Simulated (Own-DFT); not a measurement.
# Computed records: Si$_{2}$SnGe$_{13}$ (diamond-structure random alloy, atoms displaced)

A calculation, not a measurement: plane-wave density functional theory by an unreviewed code, no spin, of a simulated periodic cell, stress positive in tension, run twice, with PBE and with PBEsol, both on files made for PBE, so the change isn't that of files made for PBEsol, forces on such cells moved up to 12 meV/angstrom on a denser k mesh; the far tail of each file's local potential was reset to the Coulomb form; each entry is a single point on an unrelaxed cell, so the pressure reflects the starting lattice, mostly measured values (interpolated for alloys), from which strain is counted, and rises with the displacements; printed positions are rounded, which can move forces by about a meV/angstrom; the program, named Own-DFT, is a retired in-house code; no spin-orbit coupling; stress was not checked against mesh or cutoff. Program: Own-DFT development build.

Settings shared by all entries: functional PBE, then PBEsol; potential files PseudoDojo norm-conserving, scalar-relativistic, standard set; wave cutoff 49 hartree; occupations Fermi-Dirac; smearing width 0.1 eV; k mesh 3 x 3 x 3 centred on Gamma.

```json
{"entry": 1, "formula": "Si2SnGe13", "kind": "diamond-structure random alloy, atoms displaced", "structure": {"cell_angstrom": [[11.3631, 0.0, 0.0], [0.0, 11.3631, 0.0], [0.0, 0.0, 11.3631]], "atoms_fractional": [["Ge", 0.99458, 0.00205, 0.0011], ["Ge", 0.9984, 0.25174, 0.24439], ["Ge", 0.2492, 0.00181, 0.24814], ["Ge", 0.24573, 0.25451, 0.00184], ["Ge", 0.12086, 0.1238, 0.1274], ["Ge", 0.12198, 0.37363, 0.37404], ["Ge", 0.37631, 0.12468, 0.37684], ["Ge", 0.37212, 0.37204, 0.126], ["Ge", 0.99917, 0.00114, 0.49785], ["Ge", 0.00018, 0.24862, 0.74902], ["Ge", 0.25517, 0.99693, 0.75376], ["Ge", 0.24729, 0.24772, 0.50154], ["Ge", 0.12252, 0.12927, 0.62482], ["Ge", 0.12707, 0.37674, 0.87465], ["Ge", 0.37235, 0.12405, 0.87684], ["Sn", 0.37192, 0.37627, 0.62579], ["Sn", 0.00594, 0.50407, 0.0017], ["Si", 0.99859, 0.74813, 0.25039], ["Ge", 0.25146, 0.49934, 0.24837], ["Ge", 0.2484, 0.74851, 0.0011], ["Ge", 0.12461, 0.62323, 0.12641], ["Ge", 0.12279, 0.88001, 0.37736], ["Ge", 0.36946, 0.62998, 0.37236], ["Ge", 0.37545, 0.87849, 0.12832], ["Sn", 0.00154, 0.49672, 0.50172], ["Ge", 0.99869, 0.74577, 0.75412], ["Ge", 0.24976, 0.50413, 0.74919], ["Ge", 0.25106, 0.74393, 0.50238], ["Ge", 0.12981, 0.61743, 0.62787], ["Si", 0.12516, 0.87372, 0.87824], ["Ge", 0.37682, 0.62301, 0.8806], ["Ge", 0.37419, 0.87623, 0.62036], ["Ge", 0.4989, 0.99801, 0.00046], ["Si", 0.50134, 0.25104, 0.24896], ["Ge", 0.7454, 0.99631, 0.24572], ["Ge", 0.7533, 0.25083, 0.00074], ["Si", 0.62456, 0.12527, 0.12191], ["Ge", 0.62488, 0.37646, 0.37074], ["Ge", 0.87648, 0.12189, 0.37342], ["Si", 0.875, 0.3769, 0.12732], ["Ge", 0.50047, 0.00143, 0.50094], ["Ge", 0.49749, 0.24677, 0.74739], ["Ge", 0.75068, 0.0011, 0.75092], ["Ge", 0.74922, 0.25006, 0.50073], ["Ge", 0.62504, 0.12905, 0.63011], ["Si", 0.62829, 0.37087, 0.8728], ["Ge", 0.87445, 0.12096, 0.87407], ["Si", 0.87074, 0.37671, 0.62814], ["Ge", 0.50089, 0.50175, 0.99559], ["Ge", 0.50139, 0.75088, 0.24851], ["Ge", 0.74662, 0.50217, 0.2495], ["Si", 0.75404, 0.74921, 0.99986], ["Ge", 0.62691, 0.62604, 0.12608], ["Ge", 0.6288, 0.87672, 0.3747], ["Ge", 0.87453, 0.62919, 0.37892], ["Ge", 0.8728, 0.87038, 0.12457], ["Ge", 0.49789, 0.49769, 0.50213], ["Ge", 0.49764, 0.75263, 0.74662], ["Ge", 0.75281, 0.49809, 0.7456], ["Ge", 0.75108, 0.75074, 0.49814], ["Ge", 0.62163, 0.62338, 0.62331], ["Ge", 0.6292, 0.87584, 0.87105], ["Sn", 0.87603, 0.62668, 0.87478], ["Ge", 0.87163, 0.87386, 0.6253]]}, "results": {"PBE_pressure [GPa]": 4.28, "PBE_stress_xx [GPa]": -4.29, "PBE_stress_yy [GPa]": -4.24, "PBE_stress_zz [GPa]": -4.31, "PBE_stress_yz [GPa]": -0.12, "PBE_stress_xz [GPa]": 0.09, "PBE_stress_xy [GPa]": 0.35, "PBEsol_pressure [GPa]": 1.44, "PBEsol_stress_xx [GPa]": -1.45, "PBEsol_stress_yy [GPa]": -1.41, "PBEsol_stress_zz [GPa]": -1.47, "PBEsol_stress_yz [GPa]": -0.11, "PBEsol_stress_xz [GPa]": 0.09, "PBEsol_stress_xy [GPa]": 0.33, "force_element": ["Ge", "Ge", "Ge", "Ge", "Ge", "Ge", "Ge", "Ge", "Ge", "Ge", "Ge", "Ge", "Ge", "Ge", "Ge", "Sn", "Sn", "Si", "Ge", "Ge", "Ge", "Ge", "Ge", "Ge", "Sn", "Ge", "Ge", "Ge", "Ge", "Si", "Ge", "Ge", "Ge", "Si", "Ge", "Ge", "Si", "Ge", "Ge", "Si", "Ge", "Ge", "Ge", "Ge", "Ge", "Si", "Ge", "Si", "Ge", "Ge", "Ge", "Si", "Ge", "Ge", "Ge", "Ge", "Ge", "Ge", "Ge", "Ge", "Ge", "Ge", "Sn", "Ge"], "PBE_force_x [eV/angstrom]": [0.725, -0.405, 0.049, 0.117, 0.219, 1.322, 0.056, 0.909, -0.198, -0.564, -1.121, -0.625, 0.308, 0.532, 0.271, -0.074, -0.238, 0.229, -0.293, 0.093, 1.247, 0.197, 0.956, -0.161, -0.862, 2.016, -0.155, -0.654, -0.074, -0.226, -0.377, -0.009, 0.483, 0.075, 0.318, -0.327, -0.293, -0.378, -0.482, -0.741, 0.46, 0.888, -0.064, 0.32, 0.129, -0.299, 0.112, -0.203, 0.701, -0.072, 0.894, -1.592, -0.097, -0.659, -0.292, 0.279, 0.852, 0.139, -1.456, -0.555, 0.337, -0.293, -2.058, 0.665], "PBE_force_y [eV/angstrom]": [-0.837, 0.029, 0.038, -0.847, 0.2, -1.097, 0.411, 0.234, 0.006, 0.62, -0.027, -0.531, -1.063, -0.869, 0.326, -0.392, -2.284, 0.338, -0.041, 0.514, 1.806, -1.105, -0.73, -0.519, 0.044, 2.065, 0.276, 0.873, 1.91, 0.156, 0.709, -0.157, 0.385, -0.51, 0.784, 0.099, 0.249, -0.329, 0.358, -0.418, 0.007, -0.215, -0.015, 0.213, -0.556, 0.255, 0.696, -1.405, -1.075, 0.168, -0.189, 0.989, 0.303, -0.212, 0.32, -0.132, 1.283, -0.256, -0.737, 0.003, 0.18, -0.54, 0.158, 0.088], "PBE_force_z [eV/angstrom]": [-0.109, 0.543, 0.523, -0.162, -0.556, -1.233, -0.517, -0.05, 0.742, 0.196, -0.248, -1.266, 0.194, -1.127, 0.352, 0.053, 0.947, 0.17, 0.369, 0.146, 1.823, -0.482, 0.006, -0.417, 0.24, -1.765, 1.815, -0.076, 0.563, -0.199, -0.855, 0.184, -0.099, -0.202, -0.146, 0.193, 0.297, 0.352, -0.347, 0.302, -0.021, 1.764, -0.399, -0.067, -0.607, -0.122, 0.028, 0.247, 0.551, 0.361, 0.065, 0.73, -0.81, 0.171, -1.398, 0.125, -1.801, 0.392, -0.117, 0.443, -0.005, 0.795, -0.516, 0.039], "PBEsol_force_x [eV/angstrom]": [0.669, -0.348, 0.05, 0.115, 0.206, 1.284, 0.022, 0.832, -0.19, -0.511, -1.045, -0.614, 0.295, 0.523, 0.264, -0.072, -0.18, 0.222, -0.292, 0.122, 1.247, 0.209, 0.919, -0.152, -0.788, 1.921, -0.161, -0.62, -0.059, -0.223, -0.369, 0.0, 0.43, 0.037, 0.341, -0.285, -0.252, -0.335, -0.46, -0.724, 0.437, 0.84, -0.064, 0.277, 0.117, -0.292, 0.112, -0.201, 0.64, -0.073, 0.825, -1.56, -0.125, -0.633, -0.321, 0.269, 0.834, 0.14, -1.419, -0.533, 0.322, -0.314, -1.946, 0.637], "PBEsol_force_y [eV/angstrom]": [-0.78, -0.01, 0.036, -0.811, 0.202, -1.064, 0.367, 0.262, 0.01, 0.567, 0.007, -0.516, -1.014, -0.841, 0.305, -0.381, -2.185, 0.331, -0.038, 0.456, 1.717, -1.035, -0.708, -0.502, 0.081, 1.967, 0.266, 0.842, 1.844, 0.149, 0.682, -0.157, 0.345, -0.461, 0.715, 0.061, 0.204, -0.28, 0.343, -0.413, 0.003, -0.242, -0.016, 0.177, -0.537, 0.25, 0.67, -1.379, -1.003, 0.166, -0.155, 0.978, 0.264, -0.207, 0.29, -0.06, 1.248, -0.248, -0.65, 0.005, 0.174, -0.491, 0.117, 0.083], "PBEsol_force_z [eV/angstrom]": [-0.08, 0.563, 0.509, -0.161, -0.534, -1.194, -0.464, -0.078, 0.708, 0.213, -0.266, -1.223, 0.181, -1.086, 0.329, 0.049, 0.884, 0.164, 0.351, 0.174, 1.731, -0.44, 0.013, -0.406, 0.194, -1.735, 1.752, -0.074, 0.55, -0.192, -0.825, 0.186, -0.126, -0.161, -0.103, 0.151, 0.253, 0.375, -0.328, 0.299, -0.02, 1.678, -0.381, -0.089, -0.59, -0.122, 0.032, 0.247, 0.556, 0.349, 0.095, 0.72, -0.744, 0.161, -1.322, 0.124, -1.738, 0.371, -0.108, 0.425, -0.006, 0.736, -0.558, 0.034], "rms_change_of_force_components_from_PBE_to_PBEsol [eV/angstrom]": 0.038}}
{"entry": 2, "formula": "Si2SnGe13", "kind": "diamond-structure random alloy, atoms displaced", "structure": {"cell_angstrom": [[11.3631, 0.0, 0.0], [0.0, 11.3631, 0.0], [0.0, 0.0, 11.3631]], "atoms_fractional": [["Ge", 0.00426, 0.99852, 0.00446], ["Ge", 0.99959, 0.25067, 0.25214], ["Si", 0.2462, 0.9959, 0.24957], ["Ge", 0.24614, 0.24929, 0.0021], ["Ge", 0.12685, 0.12813, 0.12619], ["Ge", 0.12713, 0.38177, 0.37397], ["Ge", 0.38181, 0.12834, 0.37837], ["Si", 0.3755, 0.37477, 0.12093], ["Ge", 0.99945, 5e-05, 0.4991], ["Ge", 0.00502, 0.25175, 0.75232], ["Si", 0.24719, 0.9983, 0.74857], ["Ge", 0.25195, 0.24801, 0.49975], ["Ge", 0.12786, 0.12052, 0.63032], ["Ge", 0.12253, 0.37518, 0.87566], ["Ge", 0.37136, 0.12314, 0.87209], ["Sn", 0.37625, 0.37607, 0.62631], ["Ge", 0.00415, 0.50333, 0.00408], ["Ge", 0.00168, 0.75147, 0.24725], ["Sn", 0.24756, 0.4964, 0.24954], ["Ge", 0.25372, 0.75441, 0.00297], ["Ge", 0.12754, 0.62232, 0.12952], ["Si", 0.12651, 0.87246, 0.37939], ["Ge", 0.378, 0.6267, 0.37806], ["Ge", 0.37675, 0.87214, 0.12489], ["Ge", 0.99253, 0.49882, 0.5033], ["Ge", 0.99818, 0.74992, 0.75301], ["Ge", 0.25091, 0.50186, 0.74944], ["Ge", 0.24869, 0.75335, 0.49911], ["Ge", 0.12411, 0.62295, 0.62629], ["Ge", 0.12191, 0.87726, 0.8799], ["Ge", 0.37172, 0.6256, 0.87437], ["Ge", 0.37701, 0.8745, 0.62491], ["Ge", 0.50279, 0.99747, 0.99899], ["Ge", 0.50124, 0.24888, 0.24818], ["Ge", 0.74987, 0.99908, 0.24736], ["Ge", 0.75252, 0.24232, 0.00189], ["Ge", 0.62407, 0.12424, 0.12517], ["Si", 0.6227, 0.37763, 0.37808], ["Ge", 0.87212, 0.11989, 0.37623], ["Ge", 0.87187, 0.37175, 0.12589], ["Ge", 0.49991, 0.99883, 0.50326], ["Ge", 0.49721, 0.25154, 0.74758], ["Ge", 0.75155, 0.99031, 0.74953], ["Ge", 0.75017, 0.24695, 0.49734], ["Ge", 0.62506, 0.12216, 0.62773], ["Ge", 0.6205, 0.37696, 0.87389], ["Si", 0.87189, 0.12114, 0.87392], ["Si", 0.87271, 0.37521, 0.62141], ["Sn", 0.49882, 0.50561, 0.00587], ["Ge", 0.50315, 0.74668, 0.25394], ["Ge", 0.75198, 0.49883, 0.24924], ["Ge", 0.74766, 0.75017, 0.00459], ["Ge", 0.62149, 0.6267, 0.12683], ["Ge", 0.61669, 0.88063, 0.3745], ["Ge", 0.87315, 0.62597, 0.37161], ["Ge", 0.87158, 0.87087, 0.12842], ["Ge", 0.50065, 0.4998, 0.50027], ["Ge", 0.49914, 0.74917, 0.748], ["Sn", 0.75164, 0.49994, 0.74987], ["Si", 0.75243, 0.74785, 0.4937], ["Ge", 0.62854, 0.62592, 0.62013], ["Ge", 0.62633, 0.87559, 0.8787], ["Ge", 0.87401, 0.62457, 0.87659], ["Ge", 0.87202, 0.87234, 0.62309]]}, "results": {"PBE_pressure [GPa]": 4.24, "PBE_stress_xx [GPa]": -4.19, "PBE_stress_yy [GPa]": -4.22, "PBE_stress_zz [GPa]": -4.31, "PBE_stress_yz [GPa]": -0.18, "PBE_stress_xz [GPa]": 0.14, "PBE_stress_xy [GPa]": 0.0, "PBEsol_pressure [GPa]": 1.41, "PBEsol_stress_xx [GPa]": -1.36, "PBEsol_stress_yy [GPa]": -1.39, "PBEsol_stress_zz [GPa]": -1.47, "PBEsol_stress_yz [GPa]": -0.16, "PBEsol_stress_xz [GPa]": 0.14, "PBEsol_stress_xy [GPa]": 0.0, "force_element": ["Ge", "Ge", "Si", "Ge", "Ge", "Ge", "Ge", "Si", "Ge", "Ge", "Si", "Ge", "Ge", "Ge", "Ge", "Sn", "Ge", "Ge", "Sn", "Ge", "Ge", "Si", "Ge", "Ge", "Ge", "Ge", "Ge", "Ge", "Ge", "Ge", "Ge", "Ge", "Ge", "Ge", "Ge", "Ge", "Ge", "Si", "Ge", "Ge", "Ge", "Ge", "Ge", "Ge", "Ge", "Ge", "Si", "Si", "Sn", "Ge", "Ge", "Ge", "Ge", "Ge", "Ge", "Ge", "Ge", "Ge", "Sn", "Si", "Ge", "Ge", "Ge", "Ge"], "PBE_force_x [eV/angstrom]": [-1.169, -0.032, 0.52, 0.821, -0.162, -2.003, -0.948, -0.349, 0.35, -1.364, 0.425, -1.21, -0.164, 0.47, -0.012, -0.569, -0.708, 0.275, 2.174, -0.704, -0.937, -0.296, 0.121, 0.111, 0.437, 0.167, -1.171, 0.115, -0.251, 0.686, -0.63, -0.748, -0.645, 0.002, -0.398, -0.367, 0.114, 0.366, 0.367, 0.567, -0.13, 1.327, -0.06, -0.343, 0.255, 0.329, 0.75, 0.951, -0.451, -0.493, -0.822, 0.131, 1.867, 1.345, 0.326, 0.503, 1.102, 0.375, -0.085, -0.7, -0.636, -0.16, 1.002, 0.367], "PBE_force_y [eV/angstrom]": [0.632, -0.049, 0.24, 0.344, -0.643, -2.152, -0.888, -1.999, -0.403, -0.435, -0.483, -0.561, 0.312, 0.492, -0.141, 0.138, -0.376, -0.033, 0.361, -0.579, 1.871, 0.614, 0.348, 0.569, 0.097, 0.106, 0.573, -0.407, 0.362, -0.216, 1.049, 0.288, 0.459, 0.93, -0.051, 0.485, -0.165, -0.323, 0.385, 0.154, 0.468, -1.549, 1.057, 0.575, 0.1, -1.926, -0.136, -1.478, -0.841, 0.529, -0.191, -0.28, 0.935, -0.732, 0.095, 0.482, 0.904, -0.074, -0.412, 0.62, 1.105, -0.572, 0.968, -0.551], "PBE_force_z [eV/angstrom]": [-0.135, 0.279, 0.546, -0.377, 0.679, 2.098, -0.702, 0.543, 0.272, -0.459, 0.451, -0.696, -0.552, 0.275, 0.085, -0.554, -0.201, 0.8, -0.211, -0.426, -1.543, -0.894, 0.373, 0.778, -0.334, -0.138, 1.082, 0.277, -0.136, -0.69, -0.672, 0.376, 0.102, 0.122, 0.376, -0.807, -0.068, -0.576, -0.452, -0.269, 0.103, 1.502, 0.312, 0.316, 0.102, 0.537, 0.011, -0.325, -0.956, -0.136, 0.306, -0.376, 1.437, 0.157, 0.174, -0.376, -0.936, 0.23, -0.329, 0.11, -0.832, -0.424, 1.287, -0.517], "PBEsol_force_x [eV/angstrom]": [-1.1, -0.031, 0.544, 0.757, -0.189, -1.947, -0.892, -0.348, 0.3, -1.254, 0.419, -1.157, -0.194, 0.456, 0.017, -0.552, -0.681, 0.228, 2.061, -0.672, -0.921, -0.327, 0.124, 0.131, 0.466, 0.157, -1.134, 0.159, -0.242, 0.633, -0.613, -0.69, -0.613, 0.005, -0.387, -0.39, 0.119, 0.357, 0.352, 0.55, -0.124, 1.288, -0.09, -0.33, 0.238, 0.316, 0.733, 0.936, -0.394, -0.478, -0.762, 0.124, 1.811, 1.273, 0.347, 0.485, 1.035, 0.359, -0.129, -0.685, -0.656, -0.153, 0.975, 0.38], "PBEsol_force_y [eV/angstrom]": [0.582, -0.043, 0.271, 0.305, -0.59, -2.09, -0.831, -1.966, -0.361, -0.414, -0.471, -0.541, 0.346, 0.47, -0.1, 0.134, -0.367, -0.07, 0.393, -0.564, 1.812, 0.562, 0.34, 0.511, 0.131, 0.098, 0.558, -0.434, 0.348, -0.235, 1.021, 0.249, 0.436, 0.836, -0.048, 0.502, -0.162, -0.317, 0.374, 0.15, 0.455, -1.499, 0.989, 0.493, 0.09, -1.863, -0.136, -1.447, -0.768, 0.512, -0.154, -0.266, 0.917, -0.687, 0.053, 0.464, 0.915, -0.072, -0.354, 0.602, 1.035, -0.55, 0.944, -0.497], "PBEsol_force_z [eV/angstrom]": [-0.112, 0.259, 0.493, -0.396, 0.617, 2.03, -0.649, 0.533, 0.296, -0.44, 0.44, -0.674, -0.57, 0.265, 0.109, -0.536, -0.199, 0.743, -0.163, -0.413, -1.499, -0.835, 0.363, 0.712, -0.364, -0.13, 1.052, 0.305, -0.124, -0.627, -0.652, 0.331, 0.099, 0.127, 0.364, -0.735, -0.065, -0.564, -0.435, -0.25, 0.093, 1.459, 0.273, 0.303, 0.09, 0.512, 0.015, -0.323, -0.977, -0.136, 0.27, -0.361, 1.395, 0.126, 0.129, -0.36, -0.873, 0.219, -0.277, 0.11, -0.772, -0.409, 1.245, -0.458], "rms_change_of_force_components_from_PBE_to_PBEsol [eV/angstrom]": 0.037}}
{"entry": 3, "formula": "Si2SnGe13", "kind": "diamond-structure random alloy, atoms displaced", "structure": {"cell_angstrom": [[11.3631, 0.0, 0.0], [0.0, 11.3631, 0.0], [0.0, 0.0, 11.3631]], "atoms_fractional": [["Ge", 0.99848, 0.99894, 0.99944], ["Ge", 0.00018, 0.25079, 0.25105], ["Ge", 0.25191, 0.99957, 0.24612], ["Ge", 0.24792, 0.25211, 0.0015], ["Ge", 0.12404, 0.12798, 0.12736], ["Ge", 0.12742, 0.37719, 0.37411], ["Si", 0.37595, 0.12541, 0.37462], ["Ge", 0.3726, 0.3751, 0.12316], ["Sn", 0.00045, 0.00133, 0.50264], ["Ge", 0.9975, 0.24994, 0.75582], ["Ge", 0.25128, 0.00341, 0.75029], ["Ge", 0.25062, 0.25257, 0.5006], ["Si", 0.12392, 0.13238, 0.62797], ["Ge", 0.12742, 0.36952, 0.8784], ["Ge", 0.37595, 0.12548, 0.87413], ["Ge", 0.37289, 0.37465, 0.61687], ["Ge", 0.00238, 0.49787, 0.00348], ["Ge", 0.00181, 0.75292, 0.25179], ["Ge", 0.24879, 0.50015, 0.24814], ["Ge", 0.24667, 0.7475, 0.99395], ["Ge", 0.1274, 0.62304, 0.11943], ["Ge", 0.12845, 0.87407, 0.37497], ["Ge", 0.37603, 0.62752, 0.3774], ["Sn", 0.37499, 0.87599, 0.12688], ["Ge", 4e-05, 0.50007, 0.50173], ["Ge", 0.00044, 0.75065, 0.75161], ["Ge", 0.25112, 0.49696, 0.74965], ["Si", 0.25227, 0.74664, 0.50068], ["Si", 0.12425, 0.62939, 0.62212], ["Ge", 0.12883, 0.87298, 0.8777], ["Si", 0.37683, 0.6273, 0.87826], ["Ge", 0.37431, 0.8718, 0.62248], ["Ge", 0.50011, 0.00101, 0.99636], ["Ge", 0.49448, 0.24855, 0.2533], ["Ge", 0.75044, 0.99996, 0.24888], ["Ge", 0.744, 0.24822, 0.99901], ["Ge", 0.62475, 0.1227, 0.12505], ["Si", 0.62531, 0.38006, 0.37755], ["Ge", 0.87357, 0.12662, 0.37795], ["Ge", 0.87635, 0.37907, 0.12116], ["Sn", 0.50005, 0.99929, 0.50008], ["Ge", 0.49912, 0.25476, 0.74856], ["Ge", 0.74999, 0.00469, 0.74878], ["Ge", 0.75211, 0.25006, 0.50142], ["Sn", 0.62354, 0.12487, 0.62238], ["Ge", 0.62743, 0.37739, 0.87193], ["Ge", 0.87624, 0.12371, 0.87224], ["Ge", 0.8726, 0.37676, 0.62858], ["Ge", 0.4975, 0.49999, 0.00067], ["Si", 0.50231, 0.74981, 0.25224], ["Ge", 0.75194, 0.49679, 0.25299], ["Si", 0.74709, 0.74815, 0.00118], ["Ge", 0.62614, 0.62602, 0.12666], ["Ge", 0.62341, 0.87053, 0.37772], ["Ge", 0.87485, 0.62389, 0.37185], ["Ge", 0.8746, 0.87504, 0.12572], ["Ge", 0.5019, 0.50107, 0.50131], ["Ge", 0.49865, 0.75032, 0.75061], ["Ge", 0.74808, 0.50196, 0.74774], ["Ge", 0.75576, 0.75147, 0.49633], ["Ge", 0.63204, 0.62472, 0.62708], ["Ge", 0.62706, 0.8751, 0.87681], ["Ge", 0.87161, 0.62418, 0.87853], ["Ge", 0.87801, 0.87673, 0.62566]]}, "results": {"PBE_pressure [GPa]": 4.16, "PBE_stress_xx [GPa]": -4.17, "PBE_stress_yy [GPa]": -4.2, "PBE_stress_zz [GPa]": -4.11, "PBE_stress_yz [GPa]": 0.18, "PBE_stress_xz [GPa]": 0.0, "PBE_stress_xy [GPa]": -0.13, "PBEsol_pressure [GPa]": 1.33, "PBEsol_stress_xx [GPa]": -1.34, "PBEsol_stress_yy [GPa]": -1.37, "PBEsol_stress_zz [GPa]": -1.28, "PBEsol_stress_yz [GPa]": 0.17, "PBEsol_stress_xz [GPa]": 0.0, "PBEsol_stress_xy [GPa]": -0.12, "force_element": ["Ge", "Ge", "Ge", "Ge", "Ge", "Ge", "Si", "Ge", "Sn", "Ge", "Ge", "Ge", "Si", "Ge", "Ge", "Ge", "Ge", "Ge", "Ge", "Ge", "Ge", "Ge", "Ge", "Sn", "Ge", "Ge", "Ge", "Si", "Si", "Ge", "Si", "Ge", "Ge", "Ge", "Ge", "Ge", "Ge", "Si", "Ge", "Ge", "Sn", "Ge", "Ge", "Ge", "Sn", "Ge", "Ge", "Ge", "Ge", "Si", "Ge", "Si", "Ge", "Ge", "Ge", "Ge", "Ge", "Ge", "Ge", "Ge", "Ge", "Ge", "Ge", "Ge"], "PBE_force_x [eV/angstrom]": [0.332, -0.331, -1.176, 0.475, -0.112, -0.363, -1.407, 0.215, 0.991, 0.452, -0.423, -0.314, 0.835, -0.428, -0.021, 0.446, -0.048, 0.128, 0.39, 0.406, -0.355, 1.035, 0.105, 0.614, 0.201, 0.105, -0.087, -0.529, 0.283, -0.614, -0.214, -1.255, 0.793, 0.754, -0.171, 0.762, -0.438, -0.08, -0.621, -0.427, -1.904, -0.855, 0.91, 0.328, 1.208, -0.568, -0.393, 0.465, 0.29, 0.58, -0.467, 0.269, -0.185, 0.992, 0.444, -0.228, 0.285, 0.194, 0.522, -0.159, -0.801, 0.201, 0.263, -1.299], "PBE_force_y [eV/angstrom]": [0.095, 0.265, 1.691, -0.77, -0.393, -0.124, 0.515, -0.039, 0.463, 0.213, -0.147, -0.947, 0.398, 0.781, 0.497, 0.358, 0.238, -0.52, 0.332, -0.778, 0.432, -0.661, -0.049, -1.159, 0.321, -0.299, 0.872, 0.136, -0.364, 0.689, -0.48, -0.79, 0.606, 0.47, -0.133, 0.207, 0.222, -0.773, 0.7, -0.924, -1.29, 0.651, -1.567, 1.562, 1.869, 0.022, -0.033, -0.177, 0.32, -0.843, 0.077, 0.281, -0.034, -0.683, 0.009, -0.37, 0.134, -0.325, -0.143, -0.194, 0.68, -0.11, 0.122, -1.108], "PBE_force_z [eV/angstrom]": [0.147, 0.016, 1.785, 0.087, -0.244, 0.156, -0.609, 0.359, -0.127, -0.693, -0.41, -0.5, 0.691, -0.454, 0.07, 0.883, -0.832, -0.501, 0.141, -0.03, 0.71, -0.27, -0.386, -0.748, 0.085, -0.105, -0.047, 0.093, 0.287, -0.673, -0.6, 0.949, -0.446, 0.007, 0.421, -0.01, 0.205, -0.123, -1.307, 0.45, -1.847, 0.667, 0.96, -1.153, 1.755, 0.275, 0.676, -0.194, -0.22, 0.576, -0.322, 0.14, 0.182, -1.47, 0.25, -0.35, -0.172, 0.229, 0.626, 0.501, -0.59, -0.187, 0.008, 1.231], "PBEsol_force_x [eV/angstrom]": [0.321, -0.312, -1.173, 0.452, -0.105, -0.352, -1.38, 0.202, 0.912, 0.405, -0.374, -0.293, 0.819, -0.414, -0.018, 0.432, -0.045, 0.119, 0.371, 0.347, -0.343, 0.968, 0.108, 0.55, 0.16, 0.071, -0.082, -0.473, 0.23, -0.597, -0.209, -1.173, 0.772, 0.732, -0.164, 0.738, -0.423, -0.076, -0.604, -0.402, -1.808, -0.828, 0.889, 0.35, 1.19, -0.553, -0.381, 0.443, 0.31, 0.573, -0.411, 0.26, -0.18, 1.0, 0.427, -0.189, 0.238, 0.221, 0.502, -0.158, -0.775, 0.155, 0.286, -1.26], "PBEsol_force_y [eV/angstrom]": [0.094, 0.255, 1.611, -0.737, -0.378, -0.12, 0.508, -0.039, 0.407, 0.229, -0.171, -0.844, 0.396, 0.748, 0.474, 0.343, 0.226, -0.499, 0.313, -0.719, 0.412, -0.614, -0.107, -1.073, 0.282, -0.253, 0.783, 0.173, -0.395, 0.662, -0.47, -0.733, 0.591, 0.459, -0.126, 0.2, 0.21, -0.755, 0.681, -0.887, -1.304, 0.627, -1.517, 1.48, 1.821, 0.016, -0.031, -0.174, 0.278, -0.832, 0.119, 0.272, -0.094, -0.631, 0.011, -0.322, 0.156, -0.277, -0.142, -0.189, 0.649, -0.065, 0.088, -1.073], "PBEsol_force_z [eV/angstrom]": [0.143, 0.012, 1.702, 0.084, -0.236, 0.148, -0.606, 0.345, -0.164, -0.632, -0.358, -0.481, 0.683, -0.431, 0.066, 0.859, -0.795, -0.482, 0.13, 0.001, 0.683, -0.303, -0.371, -0.766, 0.048, -0.075, -0.048, 0.048, 0.32, -0.647, -0.584, 0.955, -0.434, -0.057, 0.405, -0.015, 0.19, -0.116, -1.263, 0.441, -1.754, 0.643, 0.933, -1.086, 1.715, 0.261, 0.645, -0.19, -0.179, 0.57, -0.347, 0.137, 0.178, -1.389, 0.245, -0.305, -0.134, 0.191, 0.602, 0.485, -0.567, -0.214, -0.029, 1.192], "rms_change_of_force_components_from_PBE_to_PBEsol [eV/angstrom]": 0.035}}
```
